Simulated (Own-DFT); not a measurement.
Simulation results for SiC (2H silicon carbide, strained, atoms displaced)

All values are calculated (Own-DFT development build). A calculation, not a measurement: plane-wave PBE density functional theory by an unreviewed code, no spin, of a simulated periodic cell, stress positive in tension, free energy of the whole cell less one offset for each atom, forces on such cells passed a denser k mesh, this cell's mesh not checked; offsets are fitted by least squares, one for each functional and potential file, so energies compare only between cells with the same atoms and settings and are not formation energies; the far tail of each file's local potential was reset to the Coulomb form; each entry is a single point on an unrelaxed cell, so the pressure reflects the starting lattice, mostly measured values (interpolated for alloys), from which strain is counted, and rises with the displacements; printed positions are rounded, which can move forces by about a meV/angstrom; the program, named Own-DFT, is a retired in-house code; no spin-orbit coupling; before rounding, a Quantum ESPRESSO 7.3.1 run of the same cell and cutoff gave forces within 1 meV/angstrom rms on each cell, which checks the program and not the settings.

SiC (2H silicon carbide, strained, atoms displaced)

```xyz
32
Lattice="6.2613 -0.0788 -0.0489 -3.1989 5.3411 -0.0265 -0.0799 -0.0962 10.1850" Properties=species:S:1:pos:R:3 SiC
Si     6.2329    -0.0536    -0.0428
Si    -0.0028     1.6265     2.4624
C      3.0632     5.1851     1.8819
C     -0.0772     1.7192     4.4435
Si    -3.1741     5.2709     5.0086
Si    -0.1081     1.6820     7.6037
C     -3.1769     5.1813     6.9809
C     -0.1094     1.6339     9.5021
Si     4.6674     2.5760    -0.0004
Si    -1.6455     4.3826     2.4996
C      4.5152     2.6987     1.8596
C     -1.6792     4.3235     4.4669
Si     4.5266     2.5424     4.9877
Si    -1.7588     4.2789     7.6359
C      4.5748     2.5485     6.9695
C     -1.6049     4.3286     9.5032
Si    -0.1714     5.1841    10.1298
Si     3.0809     1.6781     2.5591
C      3.2276    -0.0285     1.7936
C      3.1012     1.7387     4.3639
Si     3.1039    -0.0681     5.0127
Si     3.0385     1.6440     7.5709
C      3.1587    -0.0596     6.9955
C      2.9904     1.6314     9.5241
Si     1.5087     2.6218     0.0117
Si     1.4835     4.3431     2.5598
C      1.5114     2.4959     1.8018
C      1.4226     4.3286     4.4038
Si     1.4519     2.6085     5.0151
Si     1.3926     4.3911     7.7110
C      1.5505     2.5704     7.0061
C      1.4563     4.3104     9.5313
```

* functional: PBE
* potential files: PseudoDojo norm-conserving, scalar-relativistic, standard set
* wave cutoff: 42 hartree
* occupations: Fermi-Dirac
* smearing width: 0.1 eV
* k mesh: 5 x 5 x 3 centred on Gamma
* free energy of cell above offsets: -2.085 eV
* pressure: 1.75 GPa
* stress xx: 4.34 GPa
* stress yy: -8.92 GPa
* stress zz: -0.68 GPa
* stress yz: -3.56 GPa
* stress xz: -3.75 GPa
* stress xy: -5.05 GPa

Force:
```csv
element,x (eV/Å),y (eV/Å),z (eV/Å)
Si,1.504,-1.209,0.06
Si,-1.266,2.85,1.532
C,-0.522,-0.749,-0.986
C,-0.315,-0.315,-0.745
Si,-1.413,0.064,1.752
Si,1.095,-0.222,-0.528
C,-2.147,1.78,-0.343
C,-0.361,1.099,1.085
Si,-0.803,0.068,-1.424
Si,1.179,2.756,1.024
C,1.916,-4.531,-0.609
C,0.872,2.132,-1.689
Si,3.21,-0.356,2.089
Si,2.337,2.389,0.244
C,0.732,-2.256,-1.565
C,-2.636,-0.69,0.592
Si,1.562,1.282,-0.69
Si,0.089,0.511,-2.711
C,-1.258,-1.129,2.856
C,-2.768,-1.715,0.716
Si,-0.247,-0.412,1.79
Si,-0.011,0.704,1.563
C,-1.619,-1.529,-1.063
C,0.541,0.203,-0.18
Si,0.728,-0.439,-2.376
Si,-0.204,-0.585,-2.07
C,-0.115,1.166,2.753
C,0.851,1.057,-0.239
Si,0.462,-0.76,1.838
Si,1.83,-1.416,-2.641
C,-2.192,0.445,-0.905
C,-1.032,-0.193,0.873
```
